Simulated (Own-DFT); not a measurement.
# Bulk modulus against bond length in tetrahedral crystals

Everything here is calculated. The program is Own-DFT (plane waves, in-house, since retired, never reviewed by a person); positions were held fixed, and spin and spin-orbit coupling were off.

Keep in mind (not all hold for every row): forces on such cells moved up to 12 meV/angstrom on a denser k mesh; forces not confirmed at this smearing and k mesh; k mesh not checked against a denser one; forces on such cells passed a denser k mesh, each cell not checked; stress not checked against mesh or cutoff.

All runs are PBE with PseudoDojo norm-conserving files; cutoff and k mesh are each material's own. Every cell starts from measured lattice constants and was given uniform random strains and small random moves of its atoms. Each triple is the change of volume in per cent, the rms move u in Å and the pressure in GPa.

- 2H SiC (C36Si36), 10.36 Å³/atom unstrained: (-1.08, 0.049, 8.24); (-0.84, 0.053, 8.00); (0.13, 0.046, 4.88); (0.27, 0.046, 4.45); (0.77, 0.047, 4.03); (1.89, 0.048, 1.51); (2.11, 0.056, 0.96)
- wurtzite GaN (Ga48N48), 11.42 Å³/atom unstrained: withheld
- diamond silicon (Si64), 20.02 Å³/atom unstrained: (-3.86, 0.049, 6.77); (-2.58, 0.052, 5.54); (-0.76, 0.052, 3.33); (0.36, 0.051, 2.37); (0.45, 0.050, 2.02); (0.99, 0.050, 1.75); (2.98, 0.051, 0.09)
- zincblende GaAs (As32Ga32), 22.58 Å³/atom unstrained: (-3.60, 0.049, 7.32); (-1.87, 0.050, 5.81); (-1.76, 0.052, 5.52); (-1.17, 0.057, 5.20); (-0.02, 0.048, 3.97); (0.51, 0.048, 3.66); (2.22, 0.047, 2.42)
- zincblende InP (In32P32), 25.27 Å³/atom unstrained: (-1.93, 0.053, 5.20); (-1.44, 0.047, 4.66); (0.52, 0.047, 3.31); (0.61, 0.048, 3.03); (0.88, 0.050, 2.95); (1.78, 0.054, 2.52); (2.44, 0.052, 2.20)
- grey tin (Sn64), 34.15 Å³/atom unstrained: (-1.59, 0.051, 4.70); (-0.60, 0.046, 3.97); (0.50, 0.046, 3.44); (0.55, 0.048, 3.42); (0.76, 0.048, 3.39); (0.95, 0.045, 3.09); (1.30, 0.050, 3.11)

## Working it out

Fit a line to each set against the fractional change of volume; B is minus its slope, and u is nearly the same within a set. To take it to zero pressure, assume that B rises by 4 GPa for each GPa: B0 = B - 4 x (mean pressure). The bond length of an ideal tetrahedral crystal with the unstrained volume v is d = (√3/4)(8 v)^(1/3). Cohen's empirical rule reads B0 = (1971 - 220 L) d^(-3.5) GPa, with L = 0 for group IV crystals and SiC and 1 for III-V compounds.

| material | L | d (Å) | B (GPa) | mean P (GPa) | B0 (GPa) | rule (GPa) |
|---|---|---|---|---|---|---|
| 2H SiC (C36Si36) | 0 | 1.888 | 228 ± 14 | 4.6 | 210 ± 14 | 213 |
| wurtzite GaN (Ga48N48) | 1 | 1.950 | ? | ? | ? | 169 |
| diamond silicon (Si64) | 0 | 2.352 | 100 ± 4 | 3.1 | 88 ± 4 | 99 |
| zincblende GaAs (As32Ga32) | 1 | 2.448 | 85 ± 3 | 4.8 | 66 ± 3 | 76 |
| zincblende InP (In32P32) | 1 | 2.541 | 69 ± 4 | 3.4 | 55 ± 4 | 67 |
| grey tin (Sn64) | 0 | 2.810 | 56 ± 4 | 3.6 | 41 ± 4 | 53 |

A line through ln[B0/(1971 - 220 L)] against ln d has a slope of -4.1 ± 0.1 and a scatter of 2 %. Against the rule, B0 stands at 98 % for 2H SiC, 89 % for diamond silicon, 86 % for zincblende GaAs, 83 % for zincblende InP, 78 % for grey tin. PBE tends to make silicon and heavier crystals too soft, and the rule itself is only a guide.

## Check

Question: what B0 does the fitted trend give for wurtzite GaN (Ga48N48)?

From the line: 165 GPa. Its own runs give B = 205 ± 7 GPa at a mean pressure of 10.4 GPa, so B0 = 163 GPa.
